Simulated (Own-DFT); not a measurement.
# Shaking the atoms of zincblende GaP, 64 atoms (Ga32P32)

These are calculations, not measurements. They come from Own-DFT, an in-house plane-wave density functional program, since retired, whose code no person has reviewed. Each row is one single-point run on a periodic cell that was not relaxed, without spin or spin-orbit coupling.

Settings of every run: PBE; PseudoDojo norm-conserving scalar-relativistic files; cutoff 42 hartree; 3 x 3 x 3 k mesh centred on Gamma; Fermi-Dirac smearing of 0.1 eV.

Known limits, some of them of some rows only: some atoms lie very close together; forces on such cells passed a denser k mesh, each cell not checked; stress not checked against mesh or cutoff.

Cell vectors in Å: (10.901, 0.000, 0.000); (0.000, 10.901, 0.000); (0.000, 0.000, 10.901). In each run every atom was moved at random and independently from its ideal site; u is the rms move along one axis. E is the free energy for each atom above the fitted value at u = 0, and F the rms of the force components.

| run | u (Å) | E (meV/atom) | F (eV/Å) | largest force (eV/Å) | P (GPa) |
|---|---|---|---|---|---|
| 1 | 0.0179 | 5.1 | 0.231 | 0.73 | 2.68 |
| 2 | 0.0204 | 7.6 | 0.297 | 1.08 | 2.73 |
| 3 | 0.0215 | 7.8 | 0.290 | 0.92 | 2.73 |
| 4 | 0.0499 | 48.4 | 0.772 | 2.70 | 3.39 |
| 5 | 0.0513 | 46.5 | 0.741 | 2.65 | 3.23 |
| 6 | 0.0527 | ? | ? | ? | ? |
| 7 | 0.0978 | 155.0 | 1.409 | 4.87 | 4.95 |
| 8 | 0.1023 | 181.7 | 1.671 | 8.45 | 5.24 |
| 9 | 0.1511 | 403.0 | 2.618 | 11.25 | 8.59 |
| 10 | 0.1856 | 616.3 | 3.537 | 17.25 | 11.28 |

## Worked fit

For small independent moves the energy grows as E = (3/2) K u², with K the mean stiffness felt by one atom. The runs with u up to 0.11 Å give K = 11.7 ± 0.4 eV/Å², with residuals divided by u² + 0.0006 Å², since the noise grows with the moves. The scatter is 2.8 meV/atom at u = 0.05 Å. The forces follow F = G u with G = 14.6 eV/Å²; no force at u = 0 is resolved. G exceeds K because the moves of its neighbours add to the force on an atom, and stiffness differs between atoms. At u = 0.186 Å the parabola gives 603 meV/atom and the run 616. The pressure follows P = 2.64 + 247 u² GPa: at fixed volume, shortened bonds push harder than stretched ones pull.

## Withheld run

Question: what energy and rms force should run 6 give?

The fit gives 49 ± 4 meV/atom and about 0.77 eV/Å. The calculation gave 51.6 meV/atom and 0.813 eV/Å.
